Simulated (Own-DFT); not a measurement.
# Strain and stress in wurtzite GaN, 96 atoms (Ga48N48)

Calculated, not measured: single-point runs of Own-DFT, a retired in-house plane-wave DFT program that no person has reviewed, on unrelaxed cells, without spin or spin-orbit coupling.

Common settings: PBE; PseudoDojo norm-conserving scalar-relativistic files (stringent for Ga); cutoff 96 hartree; 3 x 4 x 3 k mesh centred on Gamma; Gaussian smearing of 0.01 eV.

Keep in mind: forces on such cells passed a denser k mesh, each cell not checked; stress not checked against mesh or cutoff.

Unstrained cell vectors in Å: (12.756, 0.000, 0.000); (-4.783, 8.285, 0.000); (0.000, 0.000, 10.370). The unstrained cell has measured lattice constants (interpolated for alloys), not those of this functional. That, the random moves and any unrelaxed bonds set the pressure at no strain. The cell is deformed uniformly in each run, and the atoms keep their fractional places. Random moves of width 0.05 Å per axis were added to every atom. Strains are tensor components in per cent; tension counts as positive stress, and P is minus the mean normal stress.

```
run  e_xx (%)  e_yy (%)  e_zz (%)  e_yz (%)  e_xz (%)  e_xy (%)  s_xx (GPa)  s_yy (GPa)  s_zz (GPa)  s_yz (GPa)  s_xz (GPa)  s_xy (GPa)  P (GPa)  E (meV/atom)
  1     -1.06      1.69     -0.56     -1.98      1.15     -0.54       -9.08       -2.52       -9.72       -3.85        3.29       -1.08     7.10          27.0
  2     -1.20     -1.00      0.97      1.52      1.79      0.24      -14.71      -12.36       -4.01        3.02        3.73        0.08    10.36          44.0
  3     -0.18     -0.93      0.68     -0.79     -0.99     -0.17       -8.86      -10.03       -4.94       -0.77       -2.13       -1.27     7.94          22.4
  4      1.01      0.36     -0.56      1.98      1.07     -0.37       -3.15       -3.37       -9.27        3.93        1.89       -0.88     5.26           8.4
  5     -1.17      1.53     -1.86     -0.63      1.70      0.68      -11.05       -4.41      -16.98       -2.23        4.35        1.51    10.81          50.8
  6      0.06      1.24     -1.93     -0.57     -0.19      0.57       -6.68       -3.67      -16.03       -1.60       -0.25        2.71     8.79          34.1
  7     -1.51     -1.26     -0.72     -1.40      0.00     -0.75      -16.02      -14.37      -13.31       -3.16       -0.66       -2.38    14.57          44.2
  8     -0.82      0.51      0.82      0.83     -1.03      0.61      -10.05       -4.67       -4.32        1.95       -2.42        1.53     6.35          21.8
  9     -1.77     -1.20      0.18     -1.61      1.23      0.74      -18.52      -12.88       -9.83       -2.68        3.00        3.20    13.74          62.6
 10     -0.87      1.96     -1.15     -0.67      1.23     -1.29       -8.84       -0.94      -12.45       -0.84        1.77       -3.79     7.41          27.6
 11     -1.84     -0.49      1.80      0.08      1.36      0.09      -14.87       -9.46       -1.39       -0.07        3.58        0.54     8.57          29.6
 12      1.38      0.46      1.59     -1.70      1.63     -0.09        0.08       -2.69       -0.15       -3.80        3.36        0.43     0.92          13.8
 13     -0.04     -0.08      1.18      0.71      1.95     -0.10       -8.05       -7.84       -2.18        1.64        4.81       -0.66     6.02          37.5
 14      0.32     -1.88      1.48     -0.98     -0.20     -1.40       -6.36      -15.01       -2.15       -1.81        0.10       -3.76     7.84          35.9
 15      0.23     -0.59      0.68     -1.63      1.52     -0.14       -5.95       -9.19       -4.37       -3.57        2.49       -0.87     6.50          20.0
 16     -0.68     -1.81     -0.03      0.72     -0.61      0.55      -12.57      -14.52       -9.42        1.02       -1.30        2.36    12.17          28.8
 17      0.89      1.13      1.01      0.22     -0.04      0.84       -0.41       -1.17       -1.53        0.07        0.21        2.06     1.03           0.0
 18     -0.83      0.38      0.35     -1.28     -0.19      0.23           ?           ?           ?           ?           ?           ?        ?             ?
```

E is the free energy per atom, counted from the lowest run shown.

## Fit

Least squares on the runs shown: each stress against a constant and the strains, taken as fractions with shears doubled. Shear strains stay in the fit of a normal stress only where such slopes are resolved. The slopes, in GPa:

| stress | at no strain | per e_xx | per e_yy | per e_zz | scatter |
|---|---|---|---|---|---|
| s_xx | -7.2 | 460 ± 24 | 145 ± 21 | 55 ± 23 | 0.87 |
| s_yy | -7.2 | 108 ± 25 | 394 ± 22 | 59 ± 23 | 0.90 |
| s_zz | -7.8 | 75 ± 14 | 62 ± 13 | 466 ± 14 | 0.53 |

The slope of each shear stress on twice its own strain, from a fit on all six strains: yz 101 ± 5, xz 109 ± 8, xy 153 ± 13 GPa. These are stiffnesses along x, y and z of the frame in which the cell vectors are given, with the crystal's c axis along z: C11, C12, C13 and C33. Hexagonal symmetry asks that xx and yy behave alike, which is a second check on the noise. The atoms are held to the strained lattice; where symmetry lets them move under strain, relaxing them would lower some slopes. The table should be nearly symmetric about its diagonal, and what it lacks of that shows the noise. A ninth of the table's sum, 203 ± 5 GPa, estimates the bulk modulus near the mean pressure of these runs, 8.0 GPa, so it lies above the value at zero pressure.

## Check

Asked: what normal stresses and pressure should run 18 give?

The fitted form gives s_xx = -10.3, s_yy = -6.4, s_zz = -6.6 and P = 7.7 GPa. The hidden result is -11.45, -5.58, -5.34 and P = 7.46 GPa.
